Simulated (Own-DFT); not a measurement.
# Computed records: Hf$_{36}$O$_{71}$ (tetragonal hafnia with one neutral oxygen vacancy, atoms displaced)

Computed with Own-DFT development build. A calculation, not a measurement: plane-wave PBE and HSE06 DFT by an unreviewed code, no spin, of a simulated cell at Gamma alone, so results move with cell size and shape, stress positive in tension, energies less offsets, not probed for a lower state with spin; hafnium file: forces about 75 meV/angstrom off all-electron values; oxygen file: force components 24 meV/angstrom off all-electron in a glass; k mesh not checked against a denser one; forces and stress are PBE's, HSE06 gives the energy alone, and its difference from PBE has offsets of its own; offsets are fitted by least squares, one for each functional and potential file, so energies compare only between cells with the same atoms and settings and are not formation energies; the far tail of each file's local potential was reset to the Coulomb form; each entry is a single point on an unrelaxed cell, so the pressure reflects the starting lattice, taken from the Materials Project, from which strain is counted, and rises with the displacements; printed positions are rounded, which can move forces by about a meV/angstrom; the program is a retired in-house code; no spin-orbit coupling.

Settings shared by all entries: first functional PBE; second functional HSE06; exact exchange share 0.25; screening 0.11 1/bohr; exchange divergence Gygi-Baldereschi; potential files PseudoDojo norm-conserving, scalar-relativistic, made for PBE, standard set; wave cutoff 48 hartree; occupations fixed; k mesh 1 x 1 x 1 centred on Gamma.

(1) Hf$_{36}$O$_{71}$ (tetragonal hafnia with one neutral oxygen vacancy, atoms displaced)

```
Hf36O71
1.0
     10.7800     0.0000     0.0000
      0.0000    10.7800     0.0000
      0.0000     0.0000    10.4493
Hf O Hf O Hf O Hf O Hf O Hf O Hf O Hf O Hf O Hf O Hf O Hf O Hf O Hf O Hf O Hf O Hf O Hf O
2 4 2 4 2 4 2 4 2 4 2 4 2 4 2 4 2 4 2 4 2 4 2 3 2 4 2 4 2 4 2 4 2 4 2 4
Direct
  0.00529 0.00009 0.00871
  0.16844 0.16834 0.25346
  0.99939 0.16651 0.15272
  0.16248 0.99154 0.34408
  0.00444 0.16224 0.39930
  0.16395 0.99094 0.09497
  0.01163 0.01007 0.49754
  0.16604 0.16571 0.75475
  0.99734 0.16369 0.65076
  0.16116 0.01109 0.84787
  0.00016 0.16569 0.89896
  0.16621 0.99892 0.59116
  0.99340 0.32977 0.99834
  0.16002 0.50263 0.24480
  0.99358 0.50240 0.14546
  0.15758 0.33537 0.35836
  0.00552 0.49810 0.39659
  0.17359 0.33494 0.09200
  0.99479 0.33480 0.49405
  0.17156 0.49754 0.74564
  0.99609 0.50052 0.65310
  0.17121 0.33055 0.84553
  0.00673 0.49555 0.90196
  0.16512 0.32935 0.60042
  0.00213 0.66848 0.00675
  0.15662 0.83448 0.24781
  0.99504 0.82742 0.14648
  0.16733 0.66280 0.35029
  0.00449 0.83800 0.41372
  0.17291 0.66748 0.10041
  0.99622 0.66763 0.49824
  0.16639 0.82688 0.74864
  0.00109 0.83302 0.65387
  0.16925 0.66447 0.84296
  0.99340 0.83886 0.91021
  0.16452 0.66333 0.59219
  0.34491 0.00024 0.99836
  0.50201 0.16878 0.24432
  0.34012 0.17517 0.14662
  0.50135 0.00124 0.34516
  0.32580 0.16374 0.41412
  0.50301 0.99663 0.10061
  0.32788 0.99946 0.50140
  0.49829 0.16917 0.75441
  0.33063 0.17291 0.65419
  0.49327 0.99729 0.85578
  0.33291 0.16803 0.89743
  0.50707 0.99583 0.58526
  0.32607 0.33867 0.99705
  0.49288 0.50702 0.24903
  0.32184 0.49577 0.14931
  0.49724 0.34453 0.34070
  0.32881 0.50156 0.40244
  0.49521 0.32867 0.09690
  0.32676 0.33124 0.49729
  0.50197 0.50244 0.74665
  0.33424 0.49496 0.65082
  0.49771 0.33191 0.84544
  0.32788 0.50075 0.90480
  0.50470 0.33139 0.59149
  0.33624 0.67279 0.00449
  0.49872 0.83341 0.24647
  0.33532 0.82745 0.15626
  0.49657 0.65759 0.35140
  0.33549 0.82672 0.41042
  0.49893 0.67200 0.10756
  0.34216 0.66367 0.50203
  0.50099 0.84103 0.75334
  0.49741 0.67021 0.84643
  0.33344 0.83253 0.89840
  0.50873 0.66340 0.59843
  0.66560 0.00716 0.98817
  0.82805 0.16377 0.23880
  0.66760 0.16076 0.15567
  0.82858 0.99359 0.34600
  0.66804 0.16128 0.40327
  0.83592 0.00239 0.09622
  0.66866 0.00988 0.49971
  0.84081 0.16924 0.74511
  0.66046 0.17370 0.66054
  0.83750 0.99774 0.85393
  0.66961 0.16073 0.89661
  0.84370 0.00472 0.60517
  0.66083 0.32532 0.00218
  0.83371 0.49735 0.24828
  0.66958 0.49210 0.14856
  0.82665 0.33065 0.35168
  0.66117 0.49412 0.40037
  0.82901 0.33775 0.10419
  0.66553 0.33845 0.50586
  0.82390 0.49484 0.75381
  0.65921 0.48937 0.65120
  0.82783 0.33335 0.84253
  0.66528 0.49681 0.90181
  0.83339 0.32958 0.60159
  0.67182 0.67071 0.99704
  0.84320 0.83307 0.24968
  0.66570 0.83181 0.14737
  0.83707 0.65926 0.34105
  0.66678 0.83042 0.40659
  0.83319 0.66473 0.09151
  0.65996 0.66189 0.50463
  0.83482 0.83845 0.74786
  0.66572 0.83428 0.65128
  0.83458 0.67681 0.84553
  0.67780 0.82998 0.90703
  0.83370 0.66571 0.59873
```

The calculation gives: PBE energy of cell above offsets -96.118 eV; HSE06 less PBE above offsets 0.106 eV; PBE pressure 2.63 GPa; PBE stress xx -3.07 GPa; PBE stress yy -1.85 GPa; PBE stress zz -2.96 GPa; PBE stress yz 0.66 GPa; PBE stress xz 0.87 GPa; PBE stress xy 0.1 GPa.

Force:
```csv
element,x (eV/Å),y (eV/Å),z (eV/Å)
Hf,-1.619,0.394,-2.774
Hf,0.015,0.51,-0.158
O,0.916,0.393,-0.048
O,0.662,1.907,-0.01
O,0.083,1.462,-0.757
O,2.208,0.156,1.177
Hf,-2.853,-1.565,1.082
Hf,0.153,1.198,-0.986
O,1.67,0.418,-0.514
O,0.389,-2.963,0.147
O,-0.591,0.879,0.575
O,1.035,-0.177,1.388
Hf,0.92,0.814,-0.296
Hf,0.214,0.132,1.246
O,1.127,-0.136,0.25
O,0.874,-0.923,-1.889
O,-0.784,0.11,0.282
O,-3.474,-0.722,1.436
Hf,0.731,0.386,0.838
Hf,-1.669,-0.148,0.267
O,0.055,-0.359,-0.019
O,-0.118,0.407,0.337
O,-0.586,0.23,0.481
O,-0.61,0.481,-0.539
Hf,-0.446,-0.626,-2.216
Hf,1.815,-1.928,0.531
O,1.371,0.069,0.601
O,-0.634,1.065,-1.275
O,-0.355,-0.689,-1.934
O,-1.414,0.245,-0.133
Hf,0.284,-0.698,0.67
Hf,-0.197,0.533,0.007
O,0.579,-0.372,0.449
O,-0.285,0.656,0.363
O,1.178,-1.079,-0.184
O,1.02,0.537,0.66
Hf,-1.76,0.536,-0.064
Hf,-0.4,0.443,1.634
O,-1.693,-1.43,1.078
O,-0.57,0.333,-0.665
O,-0.325,0.329,-2.121
O,-0.238,0.408,-0.514
Hf,2.272,-1.281,0.03
Hf,-1.036,0.513,-1.284
O,0.932,-0.69,-0.045
O,0.774,0.772,-0.306
O,0.449,-0.805,0.899
O,-2.358,-0.019,1.934
Hf,1.447,-0.574,-0.645
Hf,0.631,-1.309,-0.907
O,1.838,0.395,0.266
O,-0.359,-2.594,0.224
O,0.002,-0.648,-0.097
O,1.149,0.012,-0.811
Hf,0.567,1.025,0.993
Hf,-1.237,-0.33,1.259
O,0.821,0.261,-0.106
O,0.513,0.552,0.081
O,0.495,0.975,-0.456
O,-2.25,-0.099,0.438
Hf,0.207,-0.98,-0.594
Hf,1.83,-0.075,1.386
O,-1.213,0.713,-0.365
O,0.126,1.956,0.611
O,-0.001,1.161,0.25
O,0.205,-0.803,-1.139
Hf,-1.566,-0.276,-0.382
Hf,0.043,-1.452,-1.503
O,0.249,-0.136,0.029
O,-0.25,0.751,0.297
O,-2.352,-0.03,1.431
Hf,1.842,-3.352,2.01
Hf,1.251,-0.396,2.547
O,-1.048,0.45,-1.947
O,0.525,1.082,-0.4
O,-0.213,2.369,-0.701
O,-0.634,0.301,0.491
Hf,1.417,-2.87,0.07
Hf,-1.006,-1.719,0.278
O,1.172,-0.742,-0.609
O,-0.848,1.168,-0.695
O,-0.649,1.768,0.332
O,-1.361,0.134,-0.952
Hf,-0.257,2.238,0.062
Hf,-1.264,-0.555,0.165
O,-1.151,0.484,0.386
O,0.949,-0.242,-0.389
O,0.558,1.36,0.474
O,0.474,-1.451,-1.172
Hf,0.513,-1.128,-1.404
Hf,1.749,2.057,-0.531
O,1.586,0.539,-0.157
O,0.379,-0.549,1.588
O,0.037,0.151,-0.232
O,-0.116,0.254,-0.16
Hf,-0.298,-0.64,0.845
Hf,-3.972,-0.329,0.89
O,0.755,-0.175,0.897
O,0.476,1.364,0.35
O,-0.277,-0.4,-0.045
O,0.255,-0.023,0.515
Hf,2.865,1.408,-2.139
Hf,0.017,0.198,-0.06
O,-0.014,0.031,1.141
O,-0.125,-2.568,0.156
O,-1.176,1.913,-0.952
O,-1.019,-0.333,-0.543
```

(2) Hf$_{36}$O$_{71}$ (tetragonal hafnia with one neutral oxygen vacancy, atoms displaced)

```
Hf36O71
1.0
     10.7800     0.0000     0.0000
      0.0000    10.7800     0.0000
      0.0000     0.0000    10.4493
Hf O Hf O Hf O Hf O Hf O Hf O Hf O Hf O Hf O Hf O Hf O Hf O Hf O Hf O Hf O Hf O Hf O Hf O
2 4 2 4 2 4 2 4 2 4 2 4 2 4 2 4 2 4 2 4 2 4 2 4 2 3 2 4 2 4 2 4 2 4 2 4
Direct
  0.98805 0.00378 0.99416
  0.16554 0.17460 0.24337
  0.99840 0.17013 0.14759
  0.16716 0.00032 0.34601
  0.00159 0.17316 0.41188
  0.17677 0.00752 0.10461
  0.01142 0.99057 0.48467
  0.16052 0.17141 0.75198
  0.98566 0.16973 0.64926
  0.15191 0.99693 0.84778
  0.99352 0.17244 0.90782
  0.16465 0.00026 0.59827
  0.00462 0.34066 0.00159
  0.16708 0.50696 0.24311
  0.01133 0.50631 0.15540
  0.17117 0.32640 0.34650
  0.00949 0.51269 0.39612
  0.17406 0.34145 0.10667
  0.00182 0.33499 0.49058
  0.17122 0.50121 0.75740
  0.98615 0.49440 0.65075
  0.15885 0.34013 0.84294
  0.99203 0.48905 0.89662
  0.16858 0.33583 0.59913
  0.99799 0.66834 0.99775
  0.16020 0.84082 0.24826
  0.99229 0.82045 0.15690
  0.16887 0.66836 0.35691
  0.99305 0.83470 0.39652
  0.17273 0.65683 0.10542
  0.01528 0.67490 0.49047
  0.17212 0.82216 0.74547
  0.00216 0.82775 0.65188
  0.16798 0.66851 0.83544
  0.00366 0.84514 0.89656
  0.16183 0.65792 0.60833
  0.33869 0.00472 0.00074
  0.50366 0.17979 0.25497
  0.33091 0.17110 0.16052
  0.48759 0.99183 0.35009
  0.33508 0.16228 0.38999
  0.50400 0.98150 0.09035
  0.33221 0.00813 0.49288
  0.49384 0.17580 0.74461
  0.33382 0.15963 0.65206
  0.50134 0.00023 0.84969
  0.33131 0.16542 0.89354
  0.49147 0.00636 0.61711
  0.33340 0.32997 0.00973
  0.49630 0.48695 0.24638
  0.32980 0.49953 0.14536
  0.48771 0.34009 0.33992
  0.32616 0.48298 0.40676
  0.50329 0.33590 0.08923
  0.32190 0.33785 0.49749
  0.50941 0.49436 0.76057
  0.32766 0.48568 0.64628
  0.49763 0.32984 0.85629
  0.33745 0.51016 0.89244
  0.50457 0.32686 0.59478
  0.33184 0.66554 0.98853
  0.50733 0.84353 0.25867
  0.31816 0.83888 0.15398
  0.50289 0.65365 0.34001
  0.34082 0.83952 0.42066
  0.49513 0.67212 0.09773
  0.34695 0.66659 0.49797
  0.49821 0.82972 0.75387
  0.32015 0.84193 0.64993
  0.50712 0.66117 0.83565
  0.32102 0.82116 0.91060
  0.50179 0.66828 0.60408
  0.67577 0.00676 0.99398
  0.82193 0.18732 0.26702
  0.82508 0.98604 0.36002
  0.66712 0.16372 0.40036
  0.84867 0.01827 0.09272
  0.65207 0.00125 0.51955
  0.83932 0.17743 0.73113
  0.65464 0.15803 0.66276
  0.83262 0.99141 0.83552
  0.66408 0.17247 0.91338
  0.83682 0.98141 0.60072
  0.67437 0.33495 0.99019
  0.83199 0.49456 0.24622
  0.68225 0.50491 0.14952
  0.83296 0.33094 0.33881
  0.66083 0.50718 0.39570
  0.83518 0.34911 0.09783
  0.66647 0.34077 0.50849
  0.82858 0.49660 0.74627
  0.67769 0.49654 0.66852
  0.82746 0.34502 0.84530
  0.66033 0.48767 0.90029
  0.83937 0.33840 0.60772
  0.67028 0.67645 0.99326
  0.83730 0.84553 0.25114
  0.66308 0.84753 0.14421
  0.82343 0.66357 0.34753
  0.67427 0.82421 0.39829
  0.83712 0.66236 0.08825
  0.66222 0.66128 0.50005
  0.84075 0.81885 0.74345
  0.67336 0.83532 0.64989
  0.82925 0.65500 0.84667
  0.65656 0.81960 0.90595
  0.82963 0.67356 0.58824
```

The calculation gives: PBE energy of cell above offsets -84.364 eV; HSE06 less PBE above offsets 0.651 eV; PBE pressure 6.84 GPa; PBE stress xx -4.63 GPa; PBE stress yy -9.82 GPa; PBE stress zz -6.07 GPa; PBE stress yz -0.35 GPa; PBE stress xz 0.96 GPa; PBE stress xy 0.21 GPa.

Force:
```csv
element,x (eV/Å),y (eV/Å),z (eV/Å)
Hf,4.978,0.579,-2.101
Hf,-1.281,-1.932,-0.331
O,0.27,1.103,1.743
O,-0.678,0.467,0.821
O,-0.529,-1.72,-1.379
O,-1.908,-0.004,-0.835
Hf,-1.823,1.912,3.158
Hf,0.446,-2.267,0.003
O,4.946,0.058,-1.367
O,1.419,1.577,-0.941
O,-0.004,0.663,-1.492
O,-0.489,0.814,-1.017
Hf,-0.431,-1.356,0.667
Hf,0.878,0.266,1.632
O,-2.683,-0.68,-1.356
O,-0.79,1.597,0.945
O,-0.442,-2.792,0.238
O,-1.246,-0.778,-1.012
Hf,1.65,2.764,2.207
Hf,-1.121,0.276,-3.014
O,2.532,0.263,-0.548
O,0.65,-1.851,1.64
O,1.183,2.859,0.954
O,-2.296,-1.014,-0.201
Hf,0.244,0.02,0.141
Hf,1.388,-1.082,-1.358
O,2.025,0.572,-1.44
O,0.761,1.259,-0.481
O,0.924,-0.667,-0.91
O,-0.988,0.76,-1.646
Hf,-2.033,-1.71,1.879
Hf,-2.591,3.529,0.495
O,0.972,-0.346,-1.137
O,-0.756,-1.989,3.285
O,-1.001,-3.743,1.014
O,1.658,0.208,-1.392
Hf,-1.022,-1.689,0.152
Hf,-0.598,-2.042,-0.924
O,2.447,0.573,-2.216
O,1.272,3.864,1.209
O,0.44,1.311,1.055
O,-0.517,1.883,0.614
Hf,-0.683,-0.044,2.255
Hf,-1.589,-1.794,1.93
O,-1.54,0.975,-0.5
O,-0.016,-0.268,0.108
O,-0.564,0.875,1.219
O,0.303,-1.157,-2.14
Hf,0.595,0.458,-1.447
Hf,1.193,4.929,-3.102
O,1.732,-0.9,0.422
O,1.006,-2.866,2.124
O,0.536,5.073,-2.175
O,0.111,-0.562,1.736
Hf,0.483,-3.04,1.622
Hf,-1.704,-0.429,-0.371
O,1.878,0.651,0.712
O,-0.458,0.522,-0.947
O,-0.399,-2.631,-0.244
O,-0.027,0.574,-0.099
Hf,0.874,-0.846,4.522
Hf,-0.267,-3.77,-3.06
O,1.79,-0.093,1.087
O,-1.652,1.289,1.46
O,0.025,-2.238,-1.335
O,0.517,-0.249,-1.424
Hf,-2.034,-0.427,-0.197
Hf,0.582,1.563,-0.621
O,3.687,-1.138,0.244
O,-0.338,0.593,1.185
O,0.98,3.784,-2.208
O,-0.558,-0.182,-0.48
Hf,-0.649,-1.85,0.005
Hf,0.46,-9.351,-5.572
O,0.716,3.783,-0.596
O,-0.571,1.39,0.771
O,-5.321,-0.796,2.26
Hf,3.088,-2.201,-0.311
Hf,-3.209,-1.666,4.341
O,3.116,0.406,-1.88
O,-0.829,1.263,1.613
O,0.228,-1.345,-0.443
O,-0.439,1.867,-1.33
Hf,0.429,0.305,2.29
Hf,1.051,4.094,-0.364
O,-3.571,-0.403,0.086
O,0.481,6.293,5.223
O,0.393,-3.973,1.43
O,0.716,-1.403,0.003
Hf,0.248,0.201,-0.36
Hf,5.473,1.227,1.898
O,-5.72,-0.39,-4.668
O,-0.21,-3.547,0.766
O,-0.934,3.237,-0.487
O,-2.426,-1.377,-2.815
Hf,-0.828,-4.678,3.57
Hf,-3.201,-2.903,0.481
O,2.433,-0.543,0.83
O,0.924,0.051,-1.435
O,-2.501,1.114,0.626
O,-0.048,0.34,-0.05
Hf,2.535,2.577,-1.133
Hf,0.031,1.594,-0.827
O,-2.937,0.18,0.744
O,0.254,1.635,0.509
O,0.045,5.019,-2.682
O,0.451,-0.307,0.474
```
